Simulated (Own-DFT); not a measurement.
AlN (wurtzite, atoms displaced) (calculated)

Computed with Own-DFT development build. A calculation, not a measurement: plane-wave PBE density functional theory by an unreviewed code, no spin, of a simulated periodic cell, stress positive in tension, free energy of the whole cell less one offset for each atom, forces on such cells passed a denser k mesh, this cell's mesh not checked; offsets are fitted by least squares, one for each functional and potential file, so energies compare only between cells with the same atoms and settings and are not formation energies; the far tail of each file's local potential was reset to the Coulomb form; each entry is a single point on an unrelaxed cell, so the pressure reflects the starting lattice, mostly measured values (interpolated for alloys), from which strain is counted, and rises with the displacements; printed positions are rounded, which can move forces by about a meV/angstrom; the program, named Own-DFT, is a retired in-house code; no spin-orbit coupling.

Common to all runs: functional PBE; potential files PseudoDojo norm-conserving, scalar-relativistic, standard set; wave cutoff 42 hartree; occupations Fermi-Dirac; smearing width 0.1 eV; hardware one NVIDIA H100; k mesh 2 x 2 x 2 centred on Gamma.

(1) 
```cif
# cell vector a (Å): 12.4480 0.0000 0.0000
# cell vector b (Å): -6.2240 10.7803 0.0000
# cell vector c (Å): 0.0000 0.0000 9.9640
data_AlN
_symmetry_space_group_name_H-M 'P 1'
_symmetry_Int_Tables_number 1
_cell_length_a 12.4480
_cell_length_b 12.4480
_cell_length_c 9.9640
_cell_angle_alpha 90.000
_cell_angle_beta 90.000
_cell_angle_gamma 120.000
_cell_volume 1337.10
loop_
_atom_site_label
_atom_site_type_symbol
_atom_site_fract_x
_atom_site_fract_y
_atom_site_fract_z
_atom_site_occupancy
Al1 Al 0.08220 0.16667 0.00366 1
Al2 Al 0.16725 0.08393 0.25271 1
N1 N 0.08087 0.16750 0.19396 1
N2 N 0.16750 0.08265 0.44025 1
Al3 Al 0.08334 0.16735 0.50102 1
Al4 Al 0.16598 0.08435 0.74533 1
N3 N 0.07965 0.16120 0.69156 1
N4 N 0.16752 0.08327 0.93818 1
Al5 Al 0.08304 0.41862 0.00437 1
Al6 Al 0.16510 0.33351 0.25174 1
N5 N 0.08208 0.41491 0.19253 1
N6 N 0.16781 0.33369 0.43892 1
Al7 Al 0.08876 0.41977 0.49689 1
Al8 Al 0.16753 0.33470 0.75034 1
N7 N 0.08486 0.41802 0.69653 1
N8 N 0.16812 0.33340 0.93890 1
Al9 Al 0.08294 0.66262 0.99974 1
Al10 Al 0.16906 0.58589 0.25254 1
N9 N 0.08641 0.66987 0.18852 1
N10 N 0.16146 0.57940 0.44296 1
Al11 Al 0.08284 0.66802 0.50054 1
Al12 Al 0.16727 0.58300 0.74988 1
N11 N 0.08259 0.66517 0.69049 1
N12 N 0.16614 0.58382 0.94188 1
Al13 Al 0.08349 0.91531 0.00057 1
Al14 Al 0.16939 0.83336 0.24957 1
N13 N 0.08467 0.91536 0.19137 1
N14 N 0.16784 0.83283 0.44031 1
Al15 Al 0.08090 0.91713 0.49868 1
Al16 Al 0.16865 0.83437 0.74930 1
N15 N 0.08673 0.91790 0.68874 1
N16 N 0.16774 0.83438 0.94505 1
Al17 Al 0.33343 0.16740 0.00215 1
Al18 Al 0.41908 0.08293 0.24973 1
N17 N 0.33497 0.16421 0.19318 1
N18 N 0.41606 0.07892 0.43769 1
Al19 Al 0.33094 0.16599 0.50085 1
Al20 Al 0.41787 0.08345 0.75108 1
N19 N 0.33428 0.16686 0.69140 1
N20 N 0.41551 0.08223 0.94235 1
Al21 Al 0.33479 0.41847 0.00245 1
Al22 Al 0.42005 0.33323 0.24990 1
N21 N 0.33522 0.41661 0.19071 1
N22 N 0.41823 0.33109 0.44251 1
Al23 Al 0.33496 0.41639 0.49961 1
Al24 Al 0.41530 0.33469 0.75144 1
N23 N 0.33580 0.41907 0.68997 1
N24 N 0.41653 0.33487 0.93905 1
Al25 Al 0.33411 0.66774 0.00172 1
Al26 Al 0.41511 0.58290 0.24610 1
N25 N 0.33561 0.66537 0.19172 1
N26 N 0.41769 0.58590 0.43726 1
Al27 Al 0.33277 0.66515 0.49845 1
Al28 Al 0.41401 0.58125 0.75245 1
N27 N 0.33111 0.66592 0.68693 1
N28 N 0.41863 0.58423 0.94509 1
Al29 Al 0.33125 0.91551 0.00149 1
Al30 Al 0.41399 0.83295 0.24716 1
N29 N 0.33338 0.91637 0.18474 1
N30 N 0.41653 0.83308 0.44048 1
Al31 Al 0.33205 0.91734 0.50026 1
Al32 Al 0.41897 0.83377 0.75329 1
N31 N 0.33622 0.91845 0.69311 1
N32 N 0.41698 0.83339 0.93569 1
Al33 Al 0.58150 0.16594 0.00246 1
Al34 Al 0.66679 0.08466 0.24891 1
N33 N 0.58320 0.16525 0.18990 1
N34 N 0.66286 0.08159 0.43801 1
Al35 Al 0.58606 0.16817 0.50055 1
Al36 Al 0.66612 0.08398 0.75261 1
N35 N 0.58377 0.16684 0.68963 1
N36 N 0.66873 0.08337 0.93749 1
Al37 Al 0.58644 0.41742 0.00120 1
Al38 Al 0.66714 0.33219 0.25264 1
N37 N 0.58255 0.41660 0.19123 1
N38 N 0.66464 0.33178 0.44054 1
Al39 Al 0.57952 0.41340 0.49713 1
Al40 Al 0.66470 0.33445 0.74793 1
N39 N 0.58345 0.41614 0.68989 1
N40 N 0.66592 0.33347 0.94226 1
Al41 Al 0.58507 0.66499 0.99948 1
Al42 Al 0.66407 0.58208 0.25440 1
N41 N 0.58563 0.67113 0.19203 1
N42 N 0.66679 0.58198 0.44108 1
Al43 Al 0.58247 0.66979 0.50148 1
Al44 Al 0.66373 0.58177 0.74886 1
N43 N 0.58209 0.66674 0.69161 1
N44 N 0.67064 0.58463 0.94186 1
Al45 Al 0.58659 0.91920 0.00254 1
Al46 Al 0.66551 0.83311 0.24911 1
N45 N 0.58535 0.91807 0.19270 1
N46 N 0.66552 0.83397 0.44517 1
Al47 Al 0.58205 0.91646 0.50067 1
Al48 Al 0.66594 0.83590 0.75031 1
N47 N 0.58155 0.91718 0.68936 1
N48 N 0.67106 0.83681 0.94176 1
Al49 Al 0.83317 0.16968 0.99783 1
Al50 Al 0.91430 0.08262 0.25185 1
N49 N 0.83411 0.16676 0.18930 1
N50 N 0.91515 0.08552 0.44543 1
Al51 Al 0.83291 0.16629 0.49987 1
Al52 Al 0.91700 0.08512 0.74908 1
N51 N 0.83400 0.16584 0.68865 1
N52 N 0.91476 0.07939 0.93927 1
Al53 Al 0.83082 0.41352 0.99928 1
Al54 Al 0.91702 0.33512 0.24924 1
N53 N 0.83421 0.42049 0.18980 1
N54 N 0.91685 0.33543 0.43963 1
Al55 Al 0.83233 0.41591 0.50171 1
Al56 Al 0.91463 0.33164 0.74877 1
N55 N 0.83201 0.41808 0.69191 1
N56 N 0.91806 0.33314 0.93840 1
Al57 Al 0.83215 0.66571 0.00217 1
Al58 Al 0.91703 0.58225 0.24988 1
N57 N 0.83243 0.66619 0.18980 1
N58 N 0.91867 0.58732 0.44177 1
Al59 Al 0.83293 0.66834 0.50161 1
Al60 Al 0.91735 0.58407 0.74688 1
N59 N 0.83567 0.66714 0.68521 1
N60 N 0.91476 0.58130 0.94220 1
Al61 Al 0.83047 0.91599 0.00216 1
Al62 Al 0.91921 0.83401 0.25028 1
N61 N 0.83395 0.91462 0.19226 1
N62 N 0.91824 0.83481 0.44158 1
Al63 Al 0.83723 0.92103 0.49728 1
Al64 Al 0.91556 0.83699 0.74717 1
N63 N 0.83221 0.91661 0.69198 1
N64 N 0.91907 0.83384 0.94329 1
_calc_free_energy_of_cell_above_offsets '-62.159'  # eV
_calc_pressure 3.82  # GPa
_calc_stress_xx -3.56  # GPa
_calc_stress_yy -3.55  # GPa
_calc_stress_zz -4.34  # GPa
_calc_stress_yz 0.12  # GPa
_calc_stress_xz -0.32  # GPa
_calc_stress_xy 0.08  # GPa
_calc_wall_time 396.3  # s
```

Force:
| element | x (eV/Å) | y (eV/Å) | z (eV/Å) |
| --- | --- | --- | --- |
| Al | 0.249 | -0.322 | -0.778 |
| Al | 0.025 | -0.267 | -0.729 |
| N | 0.54 | -0.222 | 0.043 |
| N | -0.715 | 0.33 | 0.322 |
| Al | 0.034 | -0.14 | -0.108 |
| Al | 0.693 | -0.439 | 0.981 |
| N | 0.12 | 1.562 | -0.573 |
| N | -0.277 | 0.174 | 0.529 |
| Al | 0.539 | -0.446 | -0.934 |
| Al | 0.63 | -0.027 | -0.518 |
| N | 0.08 | 0.796 | 0.061 |
| N | 0.239 | -0.065 | 0.637 |
| Al | -1.023 | -1.148 | 1.089 |
| Al | 0.041 | -0.536 | 0.03 |
| N | -0.175 | -0.543 | -1.238 |
| N | -0.332 | 0.224 | 0.8 |
| Al | -0.906 | 0.974 | -0.144 |
| Al | -0.425 | -0.379 | -0.296 |
| N | 0.122 | -0.898 | 0.573 |
| N | 0.714 | 1.358 | -0.597 |
| Al | 0.108 | -0.128 | 0.096 |
| Al | -0.316 | 0.268 | 0.118 |
| N | 0.292 | 0.451 | 0.175 |
| N | 0.783 | -0.192 | -0.046 |
| Al | -0.074 | 0.444 | -0.108 |
| Al | -0.448 | 0.197 | -0.047 |
| N | -0.101 | 0.558 | 0.29 |
| N | -0.415 | 0.192 | -0.023 |
| Al | 1.098 | -0.257 | 0.202 |
| Al | -0.078 | -0.161 | 0.473 |
| N | -0.641 | -0.195 | 0.006 |
| N | -0.033 | -0.79 | -0.904 |
| Al | -0.148 | -0.189 | -0.451 |
| Al | -0.32 | -0.452 | 0.018 |
| N | -0.513 | 0.576 | -0.149 |
| N | -0.299 | 1.126 | 0.547 |
| Al | 1.113 | -0.409 | -0.05 |
| Al | -0.247 | 0.064 | 0.066 |
| N | -0.193 | 0.251 | -0.207 |
| N | 0.218 | 0.308 | -0.041 |
| Al | -0.089 | -0.553 | -0.357 |
| Al | -0.724 | -0.425 | 0.085 |
| N | -0.327 | -0.347 | 0.401 |
| N | -1.026 | 0.02 | -0.533 |
| Al | 0.04 | 0.481 | -0.29 |
| Al | 0.625 | -0.382 | -0.272 |
| N | -0.46 | -0.571 | -0.125 |
| N | 0.442 | 0.061 | 0.691 |
| Al | -0.064 | 0.031 | -0.395 |
| Al | 1.077 | 0.106 | 0.553 |
| N | -1.042 | 0.398 | -0.27 |
| N | 0.073 | -0.811 | 0.249 |
| Al | -0.311 | 0.425 | -0.058 |
| Al | 0.045 | 0.849 | -0.168 |
| N | 0.571 | 0.072 | 0.795 |
| N | -0.314 | 0.024 | -0.492 |
| Al | 0.349 | 0.159 | -1.085 |
| Al | 0.729 | 0.274 | 0.629 |
| N | 0.312 | 0.077 | 1.203 |
| N | -0.418 | -0.241 | -0.326 |
| Al | 0.651 | -0.377 | 0.351 |
| Al | -0.586 | -0.243 | -1.305 |
| N | -0.167 | -0.338 | -0.33 |
| N | 0.322 | 0.055 | 1.78 |
| Al | 0.193 | -0.037 | -0.743 |
| Al | 0.339 | -0.24 | 0.199 |
| N | 0.106 | 0.54 | 0.149 |
| N | 0.812 | 0.481 | 0.354 |
| Al | -0.681 | -0.832 | -0.156 |
| Al | 0.182 | -0.135 | -0.96 |
| N | 0.03 | 0.242 | 0.291 |
| N | -0.709 | 0.287 | 0.946 |
| Al | -0.711 | 0.031 | -0.203 |
| Al | -0.136 | 0.287 | -0.591 |
| N | 0.568 | -0.016 | 0.124 |
| N | 0.33 | 0.305 | 0.105 |
| Al | 0.793 | 0.83 | 0.712 |
| Al | 0.421 | -0.271 | 0.469 |
| N | -0.628 | 0.058 | -0.112 |
| N | 0.128 | -0.531 | -0.355 |
| Al | 0.008 | 0.809 | 0.253 |
| Al | 0.412 | 0.63 | -0.692 |
| N | -0.066 | -1.186 | -0.35 |
| N | -0.621 | 0.137 | 0.46 |
| Al | 0.492 | -0.554 | -0.193 |
| Al | 0.803 | 0.514 | -0.072 |
| N | -0.203 | 0.027 | 0.322 |
| N | -0.801 | -0.536 | -0.491 |
| Al | -0.26 | -0.481 | -0.403 |
| Al | 0.377 | 0.35 | 0.763 |
| N | -0.582 | -0.105 | -0.411 |
| N | 0.545 | 0.407 | -0.722 |
| Al | -0.181 | 0.045 | -0.249 |
| Al | 0.29 | -0.262 | -0.08 |
| N | 0.395 | 0.254 | 0.403 |
| N | -1.07 | -0.995 | -0.175 |
| Al | 0.896 | -0.772 | 0.11 |
| Al | 0.164 | -0.13 | -0.115 |
| N | -0.416 | 0.285 | 0.098 |
| N | 0.742 | 0.041 | -0.929 |
| Al | -0.813 | 0.386 | -0.17 |
| Al | -0.098 | -0.797 | 0.427 |
| N | -0.609 | 0.208 | 0.297 |
| N | -0.262 | 1.067 | 0.413 |
| Al | 0.221 | 0.687 | -0.187 |
| Al | -0.275 | -0.296 | 0.174 |
| N | 0.197 | -1.165 | 0.117 |
| N | 0.345 | -0.329 | 0.304 |
| Al | 0 | 0.682 | -0.263 |
| Al | 0.236 | 0.499 | -0.145 |
| N | 0.289 | -0.563 | -0.179 |
| N | -0.39 | 0.224 | 0.439 |
| Al | 0.8 | 0.577 | -0.264 |
| Al | -0.195 | 1.045 | 0.091 |
| N | 0.003 | -0.106 | 0.762 |
| N | -0.222 | -0.835 | -0.232 |
| Al | 0.181 | -0.228 | -0.773 |
| Al | -0.225 | 0.145 | 0.727 |
| N | -0.835 | 0.19 | 1.318 |
| N | 0.262 | 0.011 | -0.402 |
| Al | 1.427 | 0.153 | -0.132 |
| Al | -0.11 | -0.488 | -0.226 |
| N | -0.428 | 0.525 | 0.348 |
| N | -0.52 | 0.008 | -0.276 |
| Al | -0.672 | -0.999 | 0.683 |
| Al | 1.018 | -0.689 | 0.714 |
| N | -0.224 | 0.426 | -0.637 |
| N | -0.73 | -0.209 | -0.53 |

(2) 
```cif
# cell vector a (Å): 12.4480 0.0000 0.0000
# cell vector b (Å): -6.2240 10.7803 0.0000
# cell vector c (Å): 0.0000 0.0000 9.9640
data_AlN
_symmetry_space_group_name_H-M 'P 1'
_symmetry_Int_Tables_number 1
_cell_length_a 12.4480
_cell_length_b 12.4480
_cell_length_c 9.9640
_cell_angle_alpha 90.000
_cell_angle_beta 90.000
_cell_angle_gamma 120.000
_cell_volume 1337.10
loop_
_atom_site_label
_atom_site_type_symbol
_atom_site_fract_x
_atom_site_fract_y
_atom_site_fract_z
_atom_site_occupancy
Al1 Al 0.08779 0.16966 0.00050 1
Al2 Al 0.16312 0.08326 0.25075 1
N1 N 0.08421 0.16459 0.19411 1
N2 N 0.16517 0.08107 0.44232 1
Al3 Al 0.08400 0.16791 0.49853 1
Al4 Al 0.16763 0.08276 0.75077 1
N3 N 0.08244 0.16818 0.69361 1
N4 N 0.16675 0.08144 0.94114 1
Al5 Al 0.08427 0.41828 0.99813 1
Al6 Al 0.16939 0.33599 0.25075 1
N5 N 0.08326 0.41754 0.19124 1
N6 N 0.16622 0.33199 0.44674 1
Al7 Al 0.08450 0.41698 0.50279 1
Al8 Al 0.16239 0.33045 0.74779 1
N7 N 0.08175 0.41490 0.69274 1
N8 N 0.16670 0.33265 0.94394 1
Al9 Al 0.08535 0.66982 0.00170 1
Al10 Al 0.16764 0.58079 0.25024 1
N9 N 0.08541 0.66713 0.19103 1
N10 N 0.16476 0.57970 0.44352 1
Al11 Al 0.08561 0.66896 0.49954 1
Al12 Al 0.16273 0.58292 0.75011 1
N11 N 0.08324 0.66350 0.68870 1
N12 N 0.16662 0.58547 0.93886 1
Al13 Al 0.08459 0.91655 0.00110 1
Al14 Al 0.16660 0.83640 0.24979 1
N13 N 0.08350 0.91738 0.19139 1
N14 N 0.16639 0.83500 0.44346 1
Al15 Al 0.08218 0.91632 0.50006 1
Al16 Al 0.16849 0.83162 0.74747 1
N15 N 0.08244 0.91665 0.68877 1
N16 N 0.16666 0.83465 0.93884 1
Al17 Al 0.33188 0.16620 0.00160 1
Al18 Al 0.41878 0.08563 0.25059 1
N17 N 0.33200 0.16528 0.19123 1
N18 N 0.41996 0.08517 0.44310 1
Al19 Al 0.33771 0.16907 0.50088 1
Al20 Al 0.41682 0.08318 0.74831 1
N19 N 0.33281 0.16692 0.69107 1
N20 N 0.41927 0.08121 0.93975 1
Al21 Al 0.33400 0.41761 0.00149 1
Al22 Al 0.41832 0.33261 0.24999 1
N21 N 0.33308 0.41692 0.19126 1
N22 N 0.41367 0.33470 0.44069 1
Al23 Al 0.33256 0.41754 0.50037 1
Al24 Al 0.41807 0.33144 0.75067 1
N23 N 0.33109 0.41680 0.69156 1
N24 N 0.41867 0.33478 0.94354 1
Al25 Al 0.33434 0.66966 0.99896 1
Al26 Al 0.41676 0.58124 0.25323 1
N25 N 0.33464 0.66906 0.18218 1
N26 N 0.41287 0.58233 0.44175 1
Al27 Al 0.33142 0.66544 0.50251 1
Al28 Al 0.41961 0.58515 0.75030 1
N27 N 0.33162 0.66711 0.69467 1
N28 N 0.41714 0.58432 0.94421 1
Al29 Al 0.33200 0.91676 0.99996 1
Al30 Al 0.41785 0.83222 0.24972 1
N29 N 0.33000 0.91502 0.18789 1
N30 N 0.41734 0.83527 0.44208 1
Al31 Al 0.33308 0.91420 0.50252 1
Al32 Al 0.41897 0.83324 0.74988 1
N31 N 0.33405 0.91801 0.69232 1
N32 N 0.41560 0.83333 0.94119 1
Al33 Al 0.58247 0.16474 0.99507 1
Al34 Al 0.66568 0.08080 0.25184 1
N33 N 0.58467 0.16768 0.18874 1
N34 N 0.66538 0.08250 0.43668 1
Al35 Al 0.58022 0.16506 0.49903 1
Al36 Al 0.66971 0.08308 0.74833 1
N35 N 0.58178 0.16113 0.69317 1
N36 N 0.66445 0.07857 0.94246 1
Al37 Al 0.58184 0.41494 0.99894 1
Al38 Al 0.66799 0.33363 0.25058 1
N37 N 0.58208 0.41531 0.19389 1
N38 N 0.66744 0.33401 0.44315 1
Al39 Al 0.58299 0.41620 0.49878 1
Al40 Al 0.66397 0.33313 0.75137 1
N39 N 0.58485 0.41723 0.69033 1
N40 N 0.66471 0.33127 0.93781 1
Al41 Al 0.58225 0.66706 0.99709 1
Al42 Al 0.66693 0.58446 0.25066 1
N41 N 0.58226 0.66545 0.19007 1
N42 N 0.66888 0.58459 0.44313 1
Al43 Al 0.58389 0.66387 0.50303 1
Al44 Al 0.66505 0.58258 0.75076 1
N43 N 0.58126 0.65993 0.68950 1
N44 N 0.66588 0.58459 0.94210 1
Al45 Al 0.58518 0.91704 0.99911 1
Al46 Al 0.66934 0.83178 0.25102 1
N45 N 0.58338 0.91551 0.19036 1
N46 N 0.66664 0.83291 0.44032 1
Al47 Al 0.58102 0.91696 0.50006 1
Al48 Al 0.66722 0.83522 0.75231 1
N47 N 0.58235 0.91640 0.68998 1
N48 N 0.66332 0.83169 0.94281 1
Al49 Al 0.82985 0.16525 0.00158 1
Al50 Al 0.91625 0.08103 0.24974 1
N49 N 0.83536 0.16615 0.19129 1
N50 N 0.91741 0.08512 0.44420 1
Al51 Al 0.83411 0.16678 0.50071 1
Al52 Al 0.91808 0.08395 0.74944 1
N51 N 0.83389 0.16564 0.68905 1
N52 N 0.91772 0.08311 0.94058 1
Al53 Al 0.83506 0.41677 0.99958 1
Al54 Al 0.91612 0.33195 0.25127 1
N53 N 0.83541 0.41824 0.18967 1
N54 N 0.91781 0.33486 0.43865 1
Al55 Al 0.83122 0.41558 0.49913 1
Al56 Al 0.91566 0.33170 0.74688 1
N55 N 0.82993 0.41482 0.69151 1
N56 N 0.91571 0.33590 0.94175 1
Al57 Al 0.83371 0.66363 0.99579 1
Al58 Al 0.91703 0.58731 0.24966 1
N57 N 0.83506 0.66777 0.18908 1
N58 N 0.91714 0.58431 0.43984 1
Al59 Al 0.83535 0.66620 0.49725 1
Al60 Al 0.91562 0.58234 0.74827 1
N59 N 0.83319 0.66856 0.69138 1
N60 N 0.91697 0.58282 0.93893 1
Al61 Al 0.83614 0.91792 0.00026 1
Al62 Al 0.91695 0.83196 0.24690 1
N61 N 0.83174 0.91394 0.18993 1
N62 N 0.91655 0.83206 0.43930 1
Al63 Al 0.82646 0.91512 0.50038 1
Al64 Al 0.91568 0.83349 0.74786 1
N63 N 0.82998 0.91383 0.69006 1
N64 N 0.91724 0.83229 0.93971 1
_calc_free_energy_of_cell_above_offsets '-62.351'  # eV
_calc_pressure 3.78  # GPa
_calc_stress_xx -4.04  # GPa
_calc_stress_yy -3.76  # GPa
_calc_stress_zz -3.53  # GPa
_calc_stress_yz 0.08  # GPa
_calc_stress_xz 0.12  # GPa
_calc_stress_xy -0.13  # GPa
_calc_wall_time 378.1  # s
```

Force:
| element | x (eV/Å) | y (eV/Å) | z (eV/Å) |
| --- | --- | --- | --- |
| Al | -0.558 | -0.791 | 0.172 |
| Al | 1.186 | -0.253 | 0.478 |
| N | -0.795 | 0.803 | -0.492 |
| N | 0.349 | 0.722 | -0.075 |
| Al | 0.237 | -0.664 | 0.592 |
| Al | -0.505 | -0.1 | -0.26 |
| N | 0.581 | -0.782 | -0.538 |
| N | -0.057 | 0.442 | 0.015 |
| Al | -0.188 | -0.012 | 0.258 |
| Al | -0.502 | -0.622 | 0.24 |
| N | 0.343 | -0.459 | -0.134 |
| N | -0.145 | 0.516 | -1.006 |
| Al | -0.362 | -0.469 | -0.166 |
| Al | 0.752 | 0.822 | 0.723 |
| N | -0.221 | 0.261 | -0.127 |
| N | -0.007 | 0.431 | -0.531 |
| Al | -0.076 | -0.445 | -0.251 |
| Al | -0.241 | 0.774 | -0.133 |
| N | -0.315 | 0.199 | 0.35 |
| N | 0.179 | 0.859 | -0.446 |
| Al | -0.287 | -0.577 | -0.272 |
| Al | 0.972 | -0.28 | 0.228 |
| N | -0.733 | 0.617 | 0.001 |
| N | 0.054 | -0.217 | 0.294 |
| Al | -0.354 | -0.202 | -0.3 |
| Al | 0.42 | -0.605 | 0.274 |
| N | -0.184 | -0.003 | -0.211 |
| N | 0.477 | -0.139 | -0.411 |
| Al | -0.239 | 0.069 | 0.016 |
| Al | -0.794 | 0.161 | 0.188 |
| N | 0.319 | -0.096 | 0.445 |
| N | 0.093 | -0.185 | -0.015 |
| Al | 0.792 | -0.142 | -0.235 |
| Al | -0.059 | -0.642 | -0.33 |
| N | -0.058 | 0.164 | 0.22 |
| N | -0.829 | -0.668 | -0.442 |
| Al | -1.03 | -0.508 | -0.254 |
| Al | -0.032 | -0.167 | 0.491 |
| N | 0.412 | -0.026 | 0.028 |
| N | -1.264 | 0.404 | -0.058 |
| Al | -0.075 | 0.145 | -0.278 |
| Al | -0.723 | -0.113 | -0.013 |
| N | 0.403 | -0.182 | 0.222 |
| N | 0.908 | -0.087 | 0.036 |
| Al | -0.083 | -0.19 | 0.56 |
| Al | -0.819 | 0.695 | 0.02 |
| N | 0.534 | -0.145 | 0.213 |
| N | -0.519 | -0.566 | -0.401 |
| Al | -0.035 | -0.46 | -0.71 |
| Al | -0.42 | 0.716 | -0.86 |
| N | 0.167 | -0.726 | 2.114 |
| N | 0.671 | 0.389 | 0.095 |
| Al | -0.025 | 0.286 | 0.142 |
| Al | -0.954 | -0.787 | 0.403 |
| N | 0.375 | -0.157 | -0.51 |
| N | -0.139 | -0.187 | -0.762 |
| Al | 0.385 | -0.12 | -0.243 |
| Al | -0.555 | 0.198 | -0.365 |
| N | 0.651 | 0.611 | 0.856 |
| N | -0.115 | -0.849 | -0.264 |
| Al | -0.441 | 0.694 | -0.198 |
| Al | -0.786 | 0.097 | 0.472 |
| N | 0.274 | -0.466 | -0.323 |
| N | 0.342 | 0.472 | -0.287 |
| Al | 0.227 | 0.154 | 0.641 |
| Al | 0.043 | 0.358 | -0.941 |
| N | 0.092 | -0.153 | 0.135 |
| N | 0.16 | 0.205 | 1.162 |
| Al | 1.224 | 0.472 | 0.541 |
| Al | -0.54 | -0.214 | 0.469 |
| N | -0.022 | 1.002 | -0.534 |
| N | 0.255 | 0.983 | -0.715 |
| Al | 0.489 | 0.477 | 0.529 |
| Al | 0.128 | 0.02 | -0.192 |
| N | 0.454 | 0.394 | -0.41 |
| N | -0.403 | -0.474 | -0.428 |
| Al | -0.143 | 0.221 | 0.097 |
| Al | 0.613 | -0.516 | -0.518 |
| N | -0.467 | -0.302 | -0.059 |
| N | 0.196 | 0.377 | 0.671 |
| Al | 0.125 | -0.19 | 0.836 |
| Al | 0.15 | -0.149 | -0.2 |
| N | 0.189 | 0.043 | 0.265 |
| N | -0.209 | -0.437 | -0.492 |
| Al | -0.523 | 0.353 | -0.668 |
| Al | 0.777 | 0.002 | 0.082 |
| N | -0.336 | 1.518 | 0.418 |
| N | 0.291 | -0.53 | -0.237 |
| Al | -0.836 | -0.693 | 0.55 |
| Al | -0.973 | -0.153 | -0.348 |
| N | 0.313 | -0.017 | 0.222 |
| N | -0.846 | -0.514 | 0.204 |
| Al | 0.653 | -0.001 | -0.212 |
| Al | -0.105 | -0.819 | -0.211 |
| N | 0.558 | -0.011 | -0.032 |
| N | 0.907 | 0.458 | -0.516 |
| Al | 0.717 | 0.359 | -0.191 |
| Al | -0.01 | 0.203 | 0.283 |
| N | -0.431 | -0.218 | 0.101 |
| N | -0.063 | -0.638 | -0.546 |
| Al | -0.399 | 0.201 | -0.616 |
| Al | -0.107 | -0.497 | 0.15 |
| N | -0.063 | 0.06 | 0.245 |
| N | -0.157 | 0.326 | 0.159 |
| Al | -0.746 | 0.136 | 0.021 |
| Al | 0.046 | 0.362 | -0.458 |
| N | -0.312 | -0.057 | 0.313 |
| N | -0.088 | -0.311 | 0.794 |
| Al | 0.561 | 0.427 | 0.196 |
| Al | -0.432 | 0.294 | 0.662 |
| N | 0.366 | 0.062 | -0.322 |
| N | 0.738 | -0.973 | -0.5 |
| Al | -0.419 | 0.551 | 0.323 |
| Al | 0.82 | -0.687 | -0.109 |
| N | -0.495 | -0.332 | -0.215 |
| N | 0.338 | -0.259 | 0.133 |
| Al | -0.337 | 0.382 | 0.657 |
| Al | -0.092 | 0.111 | 0.005 |
| N | 0.158 | -0.609 | -0.246 |
| N | 0.28 | 0.04 | 0.066 |
| Al | -0.32 | -0.488 | -0.288 |
| Al | -0.139 | 0.249 | 0.503 |
| N | 0.409 | 0.465 | 0.086 |
| N | -0.571 | 0.321 | -0.039 |
| Al | 1.682 | 0.352 | -0.083 |
| Al | 0.314 | 0.049 | 0.245 |
| N | 0.052 | 0.629 | 0.186 |
| N | -0.096 | 0.16 | 0.129 |
